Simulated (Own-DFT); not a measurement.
# How strain changes the stress of hcp Hf, 36 atoms (Hf36)

All numbers below are calculated, not measured. The program, named Own-DFT, is a retired in-house plane-wave density functional code that no person has reviewed. Each row is one single-point run on a periodic cell that was not relaxed, without spin or spin-orbit coupling.

Settings of every run: PBE; PseudoDojo norm-conserving scalar-relativistic files; cutoff 42 hartree; 4 x 4 x 4 k mesh centred on Gamma; cold (Marzari-Vanderbilt) smearing of 0.2 eV.

Known limits: hafnium file: forces about 75 meV/angstrom off all-electron values; forces on such cells passed a denser k mesh, each cell not checked; stress not checked against mesh or cutoff.

Unstrained cell vectors in Å: (9.589, 0.000, 0.000); (-4.795, 8.305, 0.000); (0.000, 0.000, 10.102). The unstrained cell has measured lattice constants (interpolated for alloys), not those of this functional. That, the random moves and any unrelaxed bonds set the pressure at no strain. Each run strains this cell uniformly, with the atoms carried along. Every atom was also moved at random, by a Gaussian of width 0.05 Å on each axis. Strain is the symmetric tensor, in per cent. Stress is positive in tension, and the pressure is minus a third of its trace.

| run | e_xx (%) | e_yy (%) | e_zz (%) | e_yz (%) | e_xz (%) | e_xy (%) | s_xx (GPa) | s_yy (GPa) | s_zz (GPa) | s_yz (GPa) | s_xz (GPa) | s_xy (GPa) | P (GPa) | E (meV/atom) |
|---|---|---|---|---|---|---|---|---|---|---|---|---|---|---|
| 1 | 0.45 | 1.71 | -0.91 | 0.40 | -0.73 | 0.35 | 0.30 | 1.55 | -1.96 | 0.42 | -0.86 | 0.48 | 0.04 | 0.0 |
| 2 | -0.78 | 1.19 | -0.76 | -1.80 | 1.81 | 1.63 | -2.44 | -0.37 | -2.91 | -1.84 | 2.00 | 2.02 | 1.91 | 19.0 |
| 3 | 1.28 | 1.74 | -1.48 | 1.34 | -1.41 | 1.04 | 0.90 | 1.79 | -2.72 | 1.38 | -1.43 | 1.34 | 0.01 | 17.0 |
| 4 | 0.27 | 1.05 | -1.59 | 0.28 | 0.35 | 1.80 | -1.63 | -0.05 | -4.04 | 0.25 | 0.40 | 2.16 | 1.91 | 13.8 |
| 5 | 1.67 | 1.94 | -1.92 | 0.83 | 0.34 | 0.09 | 1.66 | 2.25 | -2.97 | 0.93 | 0.37 | 0.20 | -0.31 | 5.3 |
| 6 | 1.86 | 0.27 | 1.60 | -1.09 | -0.72 | -1.68 | 3.23 | 1.28 | 2.87 | -1.17 | -0.64 | -1.91 | -2.46 | 13.3 |
| 7 | 0.75 | 0.50 | 0.79 | -0.59 | -1.84 | -0.67 | 0.79 | 1.00 | 0.84 | -0.59 | -1.83 | -0.77 | -0.88 | 3.2 |
| 8 | 1.98 | -0.12 | 0.81 | 1.91 | -1.47 | 1.63 | 2.75 | 0.18 | 1.11 | 1.93 | -1.49 | 2.35 | -1.35 | 17.5 |
| 9 | -1.14 | -1.13 | -1.59 | -0.41 | -1.99 | -0.12 | -5.82 | -5.65 | -7.17 | -0.48 | -1.96 | -0.27 | 6.21 | 34.5 |
| 10 | 0.90 | -0.86 | -1.09 | -0.89 | -0.88 | -1.23 | -1.41 | -2.78 | -4.01 | -0.98 | -1.06 | -1.94 | 2.73 | 15.5 |
| 11 | -1.84 | 1.64 | -0.80 | 1.73 | 0.73 | -1.57 | -4.51 | -0.14 | -3.29 | 1.64 | 0.82 | -1.54 | 2.64 | 19.5 |
| 12 | -1.64 | 1.75 | 0.01 | 0.44 | -0.19 | -2.00 | -3.50 | 0.77 | -1.35 | 0.37 | -0.12 | -2.65 | 1.36 | 12.7 |
| 13 | -1.00 | 1.08 | -0.59 | 0.55 | -0.75 | 1.46 | -3.27 | -0.39 | -2.83 | 0.69 | -0.86 | 2.05 | 2.16 | 17.1 |
| 14 | 1.45 | 0.87 | 0.54 | -0.78 | 1.26 | -0.18 | 2.32 | 1.59 | 0.77 | -0.89 | 1.31 | -0.20 | -1.56 | 11.1 |
| 15 | -1.38 | -0.95 | -1.93 | -0.92 | -1.17 | -0.22 | -6.79 | -5.40 | -7.85 | -0.99 | -1.27 | -0.67 | 6.68 | 36.5 |
| 16 | -0.23 | 1.63 | 1.40 | 0.18 | -1.48 | -0.89 | ? | ? | ? | ? | ? | ? | ? | ? |

E is the free energy for each atom above the lowest run shown.

## Worked fit

Each stress component was fitted by least squares to a constant and the strains of the runs shown, as fractions, with shears doubled. Shear strains stay in the fit of a normal stress only where such slopes are resolved. The slopes, in GPa:

| stress | at no strain | per e_xx | per e_yy | per e_zz | scatter |
|---|---|---|---|---|---|
| s_xx | -1.7 | 193 ± 4 | 82 ± 5 | 77 ± 5 | 0.20 |
| s_yy | -1.4 | 73 ± 4 | 189 ± 5 | 64 ± 5 | 0.20 |
| s_zz | -1.9 | 68 ± 3 | 90 ± 4 | 209 ± 4 | 0.16 |

Each shear stress against twice its own strain: yz 50 ± 1, xz 52 ± 2, xy 64 ± 2 GPa. These are stiffnesses along x, y and z of the frame in which the cell vectors are given, which need not be the crystal's axes. The atoms are held to the strained lattice; where symmetry lets them move under strain, relaxing them would lower some slopes. The table should be nearly symmetric about its diagonal, and what it lacks of that shows the noise. A ninth of its sum, 116 ± 2 GPa, estimates the bulk modulus near the mean pressure of these runs, 1.3 GPa.

## Withheld run

Question: what normal stresses and pressure should run 16 give?

The fit gives s_xx = 0.3, s_yy = 2.4, s_zz = 2.3 and P = -1.7 GPa. The calculation gave 0.22, 2.38, 2.22 and P = -1.61 GPa.
